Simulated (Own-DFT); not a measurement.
SiC (4H silicon carbide, atoms displaced) (calculated)

All values are calculated (Own-DFT development build). A calculation, not a measurement: plane-wave PBE density functional theory by an unreviewed code, no spin, of a simulated periodic cell, stress positive in tension, free energy of the whole cell less one offset for each atom, forces on such cells passed a denser k mesh, this cell's mesh not checked; offsets are fitted by least squares, one for each functional and potential file, so energies compare only between cells with the same atoms and settings and are not formation energies; the far tail of each file's local potential was reset to the Coulomb form; each entry is a single point on an unrelaxed cell, so the pressure reflects the starting lattice, mostly measured values (interpolated for alloys), from which strain is counted, and rises with the displacements; printed positions are rounded, which can move forces by about a meV/angstrom; the program, named Own-DFT, is a retired in-house code; no spin-orbit coupling.

Common to all runs: functional PBE; potential files PseudoDojo norm-conserving, scalar-relativistic, standard set; wave cutoff 42 hartree; occupations Fermi-Dirac; smearing width 0.1 eV; hardware one NVIDIA H100; k mesh 5 x 5 x 3 centred on Gamma.

(1) SiC (4H silicon carbide, atoms displaced)

```xyz
32
Lattice="6.1654 0.0000 0.0000 -3.0827 5.3394 0.0000 0.0000 0.0000 10.0681" Properties=species:S:1:pos:R:3 SiC
Si     3.0780     5.3288     4.0902
Si     0.0506     1.7660     1.5559
C     -0.0001     0.0102     0.9313
C      0.0365     1.7441     3.4723
Si     4.5987     2.6576     4.1242
Si    -1.5730     4.4840     1.6071
C     -1.5374     2.6968     0.9792
C     -1.5552     4.4824     3.4843
Si     3.1249     0.0561     4.0931
Si     3.1125     1.8085     1.5615
C      0.0388     5.3040     0.9811
C      3.0898     1.8076     3.4668
Si     1.5672     2.7636     4.1038
Si     1.5875     4.4216     1.5286
C      1.5492     2.6769     0.9229
C      1.5606     4.4432     3.4654
Si    -3.0678     5.3236     9.1504
Si     3.1069     3.5593     6.6045
C      6.1476     0.0149     5.9645
C      3.0969     3.5767     8.4695
Si     4.6262     2.6548     9.0785
Si     4.5912     0.9437     6.5597
C      4.5976     2.6662     6.0333
C      4.5801     0.8818     8.5020
Si     3.0996     0.0065     9.1073
Si    -0.0156     3.6016     6.6185
C     -0.0085     5.3023     5.9501
C     -0.0255     3.5638     8.4999
Si     1.5383     2.6262     9.1055
Si     1.4956     0.9075     6.5945
C      1.6068     2.6673     6.0024
C      1.5110     0.8676     8.4954
```

```
free energy of cell above offsets : -4.859 eV
pressure                          : 3.63 GPa
stress xx                         : -2.56 GPa
stress yy                         : -4.71 GPa
stress zz                         : -3.63 GPa
stress yz                         : 0.61 GPa
stress xz                         : 0.25 GPa
stress xy                         : -1.09 GPa
wall time                         : 121 s
```

Force:
```tsv
element	x (eV/Å)	y (eV/Å)	z (eV/Å)
Si	0.476	0.483	0.116
Si	-1.263	0.804	0.798
C	0.295	-0.08	0.129
C	-0.366	1.256	0.168
Si	1.243	0.636	-0.866
Si	1.277	-0.697	-0.262
C	0.509	-0.167	-1.037
C	0.707	-0.608	0.294
Si	-1.119	-1.006	-0.675
Si	0.013	-0.897	0.189
C	-0.716	0.947	-0.727
C	-0.224	0.219	0.035
Si	-0.498	-2.557	0.215
Si	-0.879	0.561	1.023
C	0.539	-0.641	-0.166
C	-0.241	1.154	-0.714
Si	-0.831	0.089	-1.019
Si	-0.754	0.941	0.408
C	-0.254	-0.039	0.214
C	-0.464	-0.559	0.757
Si	-0.398	0.395	1.351
Si	0.274	-2.06	1.329
C	0.946	0.86	-1.365
C	1.286	0.099	-0.569
Si	-0.882	-0.491	0.971
Si	0.833	-1.259	-0.034
C	-0.197	1.514	0.421
C	0.764	-0.152	-0.102
Si	0.111	1.081	-0.305
Si	0.764	-0.509	-0.1
C	-1.518	0.56	-0.396
C	0.564	0.123	-0.081
```

(2) SiC (4H silicon carbide, atoms displaced)

```xyz
32
Lattice="6.1654 0.0000 0.0000 -3.0827 5.3394 0.0000 0.0000 0.0000 10.0681" Properties=species:S:1:pos:R:3 SiC
Si     0.0401     0.0637     4.0755
Si     0.0285     1.7760     1.5790
C      0.0379     0.0266     0.9386
C      0.0200     1.7508     3.4486
Si    -1.5171     2.7184     4.0778
Si    -1.5514     4.4066     1.6207
C      4.5996     2.6284     0.9276
C     -1.5199     4.4751     3.4712
Si     3.1158     0.0241     4.0682
Si     3.1418     1.7900     1.6118
C      0.0039     5.3113     0.9565
C      3.0692     1.8109     3.5336
Si     1.5048     2.6888     4.0821
Si     1.5535     4.4350     1.5324
C      1.5646     2.7050     0.9700
C      1.5772     4.4168     3.4881
Si     3.0603     5.2810     9.1140
Si     3.0943     3.5631     6.6119
C      0.0139     0.0243     5.9745
C      3.1159     3.5865     8.5286
Si     4.6200     2.6699     9.1248
Si     4.6482     0.9296     6.6081
C      4.5761     2.6570     5.9624
C      4.6450     0.8923     8.4823
Si     0.0489     5.3095     9.1141
Si     0.0516     3.5814     6.6610
C      3.0543     0.0105     6.0224
C     -0.0523     3.5844     8.4669
Si     1.5193     2.7294     9.0745
Si     1.5453     0.8983     6.6177
C      1.5202     2.6642     6.0045
C      1.5098     0.9659     8.4761
```

```
free energy of cell above offsets : -4.663 eV
pressure                          : 3.69 GPa
stress xx                         : -1.77 GPa
stress yy                         : -5.28 GPa
stress zz                         : -4.03 GPa
stress yz                         : 0 GPa
stress xz                         : 0.54 GPa
stress xy                         : 0.24 GPa
wall time                         : 120.5 s
```

Force:
```tsv
element	x (eV/Å)	y (eV/Å)	z (eV/Å)
Si	-0.755	-2.049	0.836
Si	0.005	0.274	-0.717
C	-0.453	-0.885	0.088
C	-0.638	1.603	-0.004
Si	-0.468	-0.842	0.679
Si	0.4	0.726	-1.356
C	1.366	0.767	0.512
C	0.129	0.001	0.126
Si	0.152	-0.354	1.134
Si	-1.799	-0.846	-0.195
C	-0.056	0.3	-0.091
C	0.685	-0.034	-1.185
Si	0.802	-0.273	0.923
Si	0.289	0.85	1.256
C	0.015	-1.051	-1.005
C	-0.212	1.474	-0.755
Si	1.271	2.657	0.395
Si	-0.389	0.344	-0.395
C	-0.155	-0.233	-0.128
C	-0.721	-1.108	-1.012
Si	0.035	-0.485	0.064
Si	-0.626	-0.883	-0.433
C	1.575	0.906	0.321
C	-0.183	-0.133	0.478
Si	-1.67	1.774	0.204
Si	-1.631	-0.126	-1.989
C	1.14	-0.134	-0.913
C	0.783	-0.303	1.393
Si	0.288	-1.021	1.242
Si	-0.239	0.064	0.091
C	0.479	0.442	-0.468
C	0.583	-1.423	0.904
```

(3) SiC (4H silicon carbide, atoms displaced)

```xyz
32
Lattice="6.1654 0.0000 0.0000 -3.0827 5.3394 0.0000 0.0000 0.0000 10.0681" Properties=species:S:1:pos:R:3 SiC
Si     6.1597     0.0005     4.0762
Si    -0.0397     1.8117     1.5446
C      3.0820     5.3019     0.9287
C      0.0773     1.8323     3.4640
Si    -1.4984     2.6673     4.1062
Si    -1.5540     4.4251     1.5323
C     -1.5314     2.6557     0.9549
C     -1.5487     4.4747     3.4687
Si     0.0223     5.3179     4.1546
Si     3.0533     1.7925     1.5854
C      3.0355     0.0321     0.9427
C      3.0844     1.7936     3.5113
Si     1.5175     2.6764     4.1037
Si     1.5993     4.3628     1.5658
C      1.5422     2.6454     0.9240
C      1.5869     4.4429     3.4276
Si     3.0623     5.3269     9.1496
Si     3.0634     3.6040     6.6284
C      0.0498     0.0245     5.9615
C      3.1193     3.5624     8.4712
Si     4.6107     2.6550     9.1672
Si     4.6064     0.9035     6.5720
C      4.6113     2.6766     5.9756
C      4.6484     0.9240     8.5051
Si     3.0899     0.0233     9.1149
Si    -0.0104     3.5663     6.6523
C     -0.0366     5.3024     6.0415
C      0.0020     3.5620     8.5051
Si     1.5744     2.6598     9.1155
Si     1.5761     0.8575     6.5823
C      1.4877     2.6318     6.0064
C      1.4968     0.9115     8.4838
```

```
free energy of cell above offsets : -4.768 eV
pressure                          : 3.6 GPa
stress xx                         : -3.02 GPa
stress yy                         : -3.21 GPa
stress zz                         : -4.58 GPa
stress yz                         : -0.41 GPa
stress xz                         : -0.46 GPa
stress xy                         : -0.05 GPa
wall time                         : 109.3 s
```

Force:
```tsv
element	x (eV/Å)	y (eV/Å)	z (eV/Å)
Si	0.826	0.408	-0.073
Si	1.329	-1.342	0.843
C	-0.267	0.632	0.437
C	-2.131	-1.287	-0.731
Si	-0.727	0.609	-0.403
Si	0.625	0.884	1.188
C	-1.123	0.218	-0.141
C	0.593	-0.628	-0.202
Si	-0.427	0.36	-1.588
Si	0.532	-0.948	0.717
C	1.273	-0.936	-0.06
C	0.383	-0.399	-0.231
Si	1.758	0.433	0.651
Si	-1.691	1.988	-0.274
C	-0.217	-0.062	-0.102
C	-0.865	0.077	1.094
Si	0.462	0.355	-0.97
Si	0.069	-1.005	-1.175
C	-1.572	-0.41	-0.067
C	-0.607	0.027	1.15
Si	0.778	0.567	-1.183
Si	0.788	0.034	0.952
C	-0.111	0.219	0.295
C	-0.604	-0.763	-0.283
Si	-0.478	-0.08	0.15
Si	-0.241	-1.287	-0.165
C	1.664	0.273	-1.121
C	0.086	0.113	0.913
Si	-0.655	0.332	-0.593
Si	-1.349	1.17	1.202
C	1.018	1.15	-0.388
C	0.879	-0.702	0.158
```

(4) SiC (4H silicon carbide, atoms displaced)

```xyz
32
Lattice="6.1654 0.0000 0.0000 -3.0827 5.3394 0.0000 0.0000 0.0000 10.0681" Properties=species:S:1:pos:R:3 SiC
Si     0.0287     0.0069     4.0634
Si     0.0233     1.7510     1.5857
C      6.1449     0.0134     0.9008
C      0.0106     1.7303     3.4548
Si     4.5897     2.6475     4.0811
Si    -1.4986     4.4512     1.5858
C     -1.5362     2.6805     0.9491
C     -1.5432     4.4791     3.4456
Si     3.1062     0.0240     4.0648
Si     3.0367     1.7815     1.5895
C      3.0534     0.0374     0.9873
C      3.1354     1.7629     3.4984
Si     1.5760     2.7032     4.0928
Si     1.5494     4.4336     1.5844
C      1.4859     2.6680     0.9107
C      1.5497     4.3939     3.4576
Si     0.0020     0.0625     9.1767
Si     3.1221     3.5846     6.6026
C     -0.0017     0.0177     5.9941
C      3.0346     3.5584     8.4555
Si    -1.5000     2.6435     9.1824
Si     4.6164     0.8419     6.6279
C     -1.5460     2.7036     5.9682
C      4.6872     0.9092     8.4769
Si     3.1239     0.0129     9.0800
Si     0.0342     3.5858     6.6148
C      3.0737     0.0431     5.9506
C     -0.0141     3.5512     8.5070
Si     1.5811     2.6763     9.1412
Si     1.5608     0.8920     6.6149
C      1.5037     2.6381     5.9875
C      1.4891     0.8897     8.5246
```

```
free energy of cell above offsets : -4.579 eV
pressure                          : 3.88 GPa
stress xx                         : -2.38 GPa
stress yy                         : -3.71 GPa
stress zz                         : -5.57 GPa
stress yz                         : 0.31 GPa
stress xz                         : 0.95 GPa
stress xy                         : -0.73 GPa
wall time                         : 119.6 s
```

Force:
```tsv
element	x (eV/Å)	y (eV/Å)	z (eV/Å)
Si	-0.569	-0.487	1
Si	-1.052	0.338	-0.163
C	0.447	-0.677	1.909
C	0.093	1.427	0.103
Si	1.933	0.968	0.511
Si	-1.216	0.045	-0.647
C	-0.211	-0.486	0.853
C	0.526	-0.804	0.399
Si	-0.258	-1.1	0.39
Si	0.835	0.6	-0.184
C	1.162	-0.587	-1.11
C	-1.581	0.527	-1.094
Si	-0.761	-1.907	0.686
Si	-0.487	0.49	-0.613
C	1.112	0.202	1.119
C	0.265	1.559	0.028
Si	-0.041	-2.067	-1.789
Si	-1.047	-0.515	-0.13
C	0.234	-0.348	-0.82
C	1.619	0.457	1.564
Si	-1.259	1.128	-1.599
Si	0.548	1.799	-0.919
C	0.568	-0.803	0.114
C	-1.302	-0.175	0.767
Si	-0.917	-0.046	1.029
Si	-1.043	-0.507	-0.278
C	0.453	-0.925	0.452
C	0.755	0.45	0.153
Si	-1.014	-0.065	-1.145
Si	-0.99	0.146	0.279
C	1.24	1.073	-0.42
C	1.957	0.292	-0.447
```

(5) SiC (4H silicon carbide, atoms displaced)

```xyz
32
Lattice="6.1654 0.0000 0.0000 -3.0827 5.3394 0.0000 0.0000 0.0000 10.0681" Properties=species:S:1:pos:R:3 SiC
Si     0.0460     0.0325     4.0311
Si    -0.0118     1.8230     1.5866
C      0.0461     0.0165     0.9077
C     -0.0148     1.7541     3.4683
Si     4.6277     2.6071     4.0888
Si    -1.5551     4.4114     1.6047
C      4.6318     2.6486     0.9276
C     -1.5409     4.4242     3.4695
Si     3.1215     0.0005     4.0763
Si     3.0741     1.8009     1.5900
C      3.0180     0.0352     0.8910
C      3.0323     1.7877     3.4928
Si     1.5301     2.6416     4.0962
Si     1.5449     4.4473     1.5331
C      1.5454     2.6287     0.9277
C      1.5466     4.4445     3.4641
Si     3.0799     5.3150     9.1246
Si     3.0502     3.5369     6.5760
C      0.0242     0.0224     5.9793
C      3.0992     3.5587     8.4498
Si    -1.5350     2.6842     9.0930
Si     4.5941     0.8382     6.6093
C      4.6281     2.6142     5.9584
C      4.6263     0.8667     8.5099
Si     3.0628     0.0178     9.1023
Si    -0.0185     3.5693     6.6193
C      3.0961     0.0414     5.9432
C      0.0470     3.5437     8.5229
Si     1.5182     2.6677     9.1511
Si     1.5426     0.9010     6.6248
C      1.6034     2.6550     5.9733
C      1.5375     0.9007     8.4948
```

```
free energy of cell above offsets : -4.963 eV
pressure                          : 3.46 GPa
stress xx                         : -3.46 GPa
stress yy                         : -2.35 GPa
stress zz                         : -4.56 GPa
stress yz                         : 0 GPa
stress xz                         : -0.55 GPa
stress xy                         : 0.53 GPa
wall time                         : 123.2 s
```

Force:
```tsv
element	x (eV/Å)	y (eV/Å)	z (eV/Å)
Si	-0.815	-1.61	1.546
Si	0.378	-1.269	-0.635
C	-1.009	-0.333	1.105
C	0.396	0.913	-0.61
Si	-0.61	1.096	0.362
Si	0.401	0.798	-1.018
C	-0.468	0.468	0.208
C	0.667	-0.183	0.141
Si	-0.871	-0.272	-0.135
Si	0.095	-0.83	-0.36
C	1.054	-0.783	1.323
C	1.115	-0.531	-0.89
Si	-0.181	0.971	0.253
Si	-0.336	0.531	0.014
C	-0.192	1.271	0.662
C	0.387	-0.086	-0.474
Si	0.288	0.348	-0.587
Si	1.734	0.871	-0.015
C	-0.411	-0.642	-0.628
C	-0.476	-0.275	0.953
Si	-0.03	-0.61	0.126
Si	1.361	0.856	0.157
C	-0.023	0.721	0.567
C	-0.136	0.377	-0.252
Si	0.232	-0.189	0.241
Si	0.568	-0.442	-0.635
C	-0.818	-1.382	0.615
C	-1.257	0.737	-0.576
Si	1.338	-0.357	-0.845
Si	0.032	-0.141	-0.35
C	-2.198	0.132	-0.219
C	-0.213	-0.154	-0.042
```

(6) SiC (4H silicon carbide, atoms displaced)

```xyz
32
Lattice="6.1654 0.0000 0.0000 -3.0827 5.3394 0.0000 0.0000 0.0000 10.0681" Properties=species:S:1:pos:R:3 SiC
Si     0.0162     0.0398     4.1022
Si     0.0245     1.7534     1.5362
C      0.0366     0.0313     0.9634
C     -0.0309     1.8012     3.4535
Si     4.5712     2.7306     4.0903
Si    -1.5630     4.4442     1.5917
C     -1.5114     2.7108     0.9367
C     -1.5721     4.5137     3.4816
Si     0.0407     5.2888     4.1184
Si     3.0785     1.8177     1.5510
C     -0.0006     5.2865     0.9136
C      3.0993     1.7398     3.4604
Si     1.4884     2.7045     4.1365
Si     1.5569     4.4475     1.6324
C      1.5447     2.6442     0.9534
C      1.4982     4.4840     3.5154
Si     0.0237     0.0040     9.0660
Si     3.1224     3.5403     6.5770
C      0.0302     0.0041     5.9128
C      3.0856     3.5892     8.4907
Si     4.6344     2.6394     9.1690
Si     4.6572     0.8619     6.5644
C     -1.5101     2.6850     5.9694
C      4.5302     0.9143     8.5029
Si     0.0131     5.3135     9.1446
Si     0.0048     3.6107     6.6010
C      0.0190     5.3179     5.9653
C      0.0198     3.5860     8.4696
Si     1.5619     2.6793     9.1275
Si     1.5228     0.9366     6.5782
C      1.5622     2.6528     5.9843
C      1.5036     0.8691     8.5159
```

```
free energy of cell above offsets : -4.608 eV
pressure                          : 3.88 GPa
stress xx                         : -2.82 GPa
stress yy                         : -3.84 GPa
stress zz                         : -4.97 GPa
stress yz                         : -0.13 GPa
stress xz                         : 0.63 GPa
stress xy                         : -0.25 GPa
wall time                         : 118.7 s
```

Force:
```tsv
element	x (eV/Å)	y (eV/Å)	z (eV/Å)
Si	-0.856	0.324	-1.082
Si	-0.477	1.023	1.212
C	-1.001	-1.29	-0.843
C	0.022	0.494	0.168
Si	0.603	-0.994	-0.479
Si	0.892	0.707	-0.171
C	-0.462	-1.007	0.509
C	0.622	-0.948	-0.286
Si	-1.899	1.931	-0.445
Si	0.638	-1.553	0.528
C	0.289	0.981	1.281
C	-0.857	1.026	0.32
Si	0.986	-1.155	-1.388
Si	-0.332	0.18	-1.095
C	0.215	1.049	-0.264
C	2.01	-1.139	-0.654
Si	-1.649	0.072	1.367
Si	-0.281	0.412	0.618
C	-0.198	-0.246	1.661
C	0.336	-0.81	-0.126
Si	-0.038	1.348	-1.484
Si	-0.595	0.809	0.725
C	-0.053	-0.413	-0.038
C	2.107	-0.51	-0.6
Si	-1.003	0.103	-0.469
Si	0.225	-1.279	0.427
C	-0.293	1.118	0.259
C	-0.284	-0.998	0.641
Si	-0.412	0.007	-0.357
Si	0.773	-1.437	0.872
C	-0.334	1.246	0.073
C	1.306	0.95	-0.881
```

(7) SiC (4H silicon carbide, atoms displaced)

```xyz
32
Lattice="6.1654 0.0000 0.0000 -3.0827 5.3394 0.0000 0.0000 0.0000 10.0681" Properties=species:S:1:pos:R:3 SiC
Si     3.0560     5.3297     4.1311
Si    -0.0656     1.7811     1.5803
C      3.0777     5.3346     0.9666
C      0.0344     1.7778     3.4363
Si     4.5772     2.6550     4.1205
Si    -1.5440     4.4165     1.6170
C     -1.5176     2.6611     0.9748
C     -1.5642     4.4410     3.4816
Si     0.0172     5.3228     4.0918
Si     3.0407     1.7922     1.5861
C      3.1078     0.0048     0.9327
C      3.0728     1.7697     3.4562
Si     1.5667     2.6525     4.0716
Si     1.5678     4.4129     1.5963
C      1.5328     2.6835     0.9305
C      1.5992     4.5106     3.4766
Si     0.0265     0.0176     9.1432
Si     3.1294     3.6124     6.6573
C      3.0736     5.3130     5.9726
C      3.0271     3.5974     8.5178
Si     4.5793     2.6857     9.1255
Si     4.6293     0.9065     6.5976
C      4.6055     2.6818     5.9072
C      4.5572     0.8921     8.4443
Si     3.1076     0.0434     9.1580
Si     0.0058     3.5195     6.6031
C      0.0182     5.3117     5.9547
C      0.0091     3.5194     8.4882
Si     1.5485     2.6151     9.1153
Si     1.5606     0.8997     6.5987
C      1.5875     2.7065     5.9662
C      1.5438     0.8461     8.4915
```

```
free energy of cell above offsets : -4.816 eV
pressure                          : 3.58 GPa
stress xx                         : -2.61 GPa
stress yy                         : -1.91 GPa
stress zz                         : -6.23 GPa
stress yz                         : -0.06 GPa
stress xz                         : -0.17 GPa
stress xy                         : -0.3 GPa
wall time                         : 119.1 s
```

Force:
```tsv
element	x (eV/Å)	y (eV/Å)	z (eV/Å)
Si	1.551	0.915	-0.834
Si	1.822	-0.585	0.05
C	0.307	-0.038	-0.423
C	-0.998	0.156	1.234
Si	1.157	0.23	-1.971
Si	0.264	0.963	-0.687
C	-1.671	0.295	-0.858
C	0.418	-0.105	0.312
Si	-0.505	-0.036	-0.253
Si	0.772	-0.504	-0.328
C	-0.42	-0.199	1.037
C	0.147	-0.259	0.165
Si	-0.437	0.797	0.384
Si	-0.421	1.134	-0.46
C	-0.366	-0.785	0.232
C	-1.541	-1.79	-0.383
Si	-1.378	0.018	0.082
Si	-0.88	-1.13	-0.898
C	0.487	1.411	0.712
C	0.999	-0.529	0.114
Si	0.763	-0.128	-0.023
Si	-0.485	-0.391	-0.57
C	0.438	-0.269	2.436
C	1.615	0.713	1.2
Si	-0.586	-1.885	-0.847
Si	0.252	0.603	-0.293
C	-0.232	0.33	0.522
C	-0.504	0.503	0.435
Si	-0.738	0.886	0.048
Si	0.127	-0.125	-0.496
C	-0.247	-0.734	0.313
C	0.292	0.54	0.053
```

(8) SiC (4H silicon carbide, atoms displaced)

```xyz
32
Lattice="6.1654 0.0000 0.0000 -3.0827 5.3394 0.0000 0.0000 0.0000 10.0681" Properties=species:S:1:pos:R:3 SiC
Si    -3.0728     5.3342     4.0986
Si    -0.0217     1.7684     1.5648
C      0.0194     0.0345     0.9965
C     -0.0558     1.8187     3.4856
Si    -1.5066     2.7095     4.1270
Si    -1.4866     4.4806     1.5999
C     -1.5209     2.6875     0.9632
C     -1.5323     4.4509     3.4345
Si    -0.0243     5.3374     4.1453
Si     3.1183     1.8005     1.5502
C     -0.0046     5.2975     0.9497
C      3.0424     1.7688     3.5223
Si     1.5262     2.7081     4.1538
Si     1.5572     4.4162     1.5695
C      1.5878     2.6379     0.9486
C      1.5826     4.4702     3.4389
Si     3.0826     5.2938     9.0857
Si     3.0784     3.5017     6.6557
C      3.0786     5.3390     5.9944
C      3.0613     3.6075     8.4733
Si     4.5510     2.6679     9.2082
Si     4.6914     0.9027     6.6397
C      4.5889     2.6848     6.0025
C      4.5891     0.9032     8.4946
Si     0.0358     5.3266     9.1011
Si    -0.0040     3.5732     6.6408
C     -0.0267     5.2890     5.9840
C      0.0222     3.5885     8.5369
Si     1.5824     2.6564     9.1178
Si     1.5226     0.8549     6.5816
C      1.5348     2.6528     5.9533
C      1.5802     0.8739     8.5032
```

```
free energy of cell above offsets : -4.553 eV
pressure                          : 3.91 GPa
stress xx                         : -2.66 GPa
stress yy                         : -3.47 GPa
stress zz                         : -5.61 GPa
stress yz                         : -0.39 GPa
stress xz                         : 0.48 GPa
stress xy                         : 0.43 GPa
wall time                         : 126.2 s
```

Force:
```tsv
element	x (eV/Å)	y (eV/Å)	z (eV/Å)
Si	-0.206	0.575	-0.462
Si	1.01	0.637	0.803
C	-0.186	-1.382	-1.516
C	1.447	-0.601	-0.1
Si	-1.866	-0.682	-0.45
Si	-1.239	-0.272	-0.451
C	-0.385	0.194	0.189
C	0.02	0.242	1.372
Si	0.919	0.139	-1.417
Si	-0.498	-1.213	1.78
C	1.318	1.154	-0.584
C	0.766	0.616	-0.576
Si	0.142	-0.392	-2.273
Si	0.154	0.476	0.127
C	-0.706	0.383	-0.433
C	-1.054	-0.316	1.103
Si	0.222	2.419	1.539
Si	-0.447	1.008	-1.575
C	0.068	-0.938	-0.139
C	0.37	-1.758	1.032
Si	1.723	0.475	-1.803
Si	-1.896	-0.082	-0.87
C	1.14	-0.357	0.269
C	1.193	0.232	0.602
Si	-0.84	0.016	0.94
Si	-0.078	-0.771	0.117
C	0.904	1.049	0.53
C	-0.54	-1.512	-0.239
Si	-1.218	-0.048	0.349
Si	0.713	0.489	0.652
C	-0.25	0.141	1.964
C	-0.7	0.081	-0.477
```
